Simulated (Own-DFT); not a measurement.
# One host, several defects: C11b WSi2

Everything here is calculated. The program is Own-DFT (plane waves, in-house, since retired, never reviewed by a person); positions were held fixed, and spin and spin-orbit coupling were off.

Common settings: PBE; PseudoDojo norm-conserving scalar-relativistic files; cutoff 50 hartree; 5 x 5 x 5 k mesh centred on Gamma; cold (Marzari-Vanderbilt) smearing of 0.2 eV.

Known weak points: forces on such cells failed a check on a denser k mesh; stress not checked against mesh or cutoff.

All runs share one cell, with vectors in Å (-2.148, -5.953, 3.409); (-6.444, 2.976, 1.136); (-2.553, -2.948, -6.757) and a volume of 403.2 Å³. Atoms were moved at random from their sites; u is the rms move along one axis. The defect's site can differ from row to row.

| cell | formula | u (Å) | P (GPa) |
|---|---|---|---|
| no defect | Si20W10 | 0.0220 | 4.32 |
| no defect | Si20W10 | 0.0537 | 5.98 |
| no defect | Si20W10 | 0.0553 | 6.10 |
| one W vacancy | Si20W9 | 0.0287 | 3.42 |
| one W vacancy | Si20W9 | 0.0293 | 3.64 |
| one W vacancy | Si20W9 | 0.0515 | 5.10 |
| one W on a Si site | Si19W11 | 0.0280 | 9.97 |
| one W on a Si site | Si19W11 | 0.0315 | 9.92 |
| one W on a Si site | Si19W11 | 0.0516 | 11.09 |
| one Si vacancy | Si19W10 | 0.0249 | 3.14 |
| one Si vacancy | Si19W10 | 0.0295 | ? |
| one Si vacancy | Si19W10 | 0.0483 | 4.14 |
| one Si vacancy | Si19W10 | 0.0516 | 4.69 |
| one Si on a W site | Si21W9 | 0.0300 | 6.22 |
| one Si on a W site | Si21W9 | 0.0472 | 7.72 |
| one Si on a W site | Si21W9 | 0.0521 | 7.24 |

## What the rows give

P = P0 + c u² + a shift for each defect gives P0 = 3.94 GPa, c = 713 ± 67 GPa/Å² and a scatter of 0.24 GPa. The shifts, and each times the cell's volume:

- one W on a Si site: 5.33 ± 0.20 GPa, 13.4 eV
- one Si on a W site: 1.73 ± 0.20 GPa, 4.4 eV
- one W vacancy: -0.91 ± 0.20 GPa, -2.3 eV
- one Si vacancy: -1.28 ± 0.20 GPa, -3.2 eV

Positive is outwards. The product with the volume (160.2 GPa Å³ to the eV) is nearly free of the cell's size; divided by the bulk modulus at the cell's pressure it gives the volume that the defect adds. The atoms around the defects weren't relaxed, which would change these numbers.

## Withheld run

Q: what pressure belongs in the blank (one Si vacancy, u = 0.0295 Å)?

The fitted form gives 3.28 ± 0.28 GPa. The run itself gave 3.47 GPa.
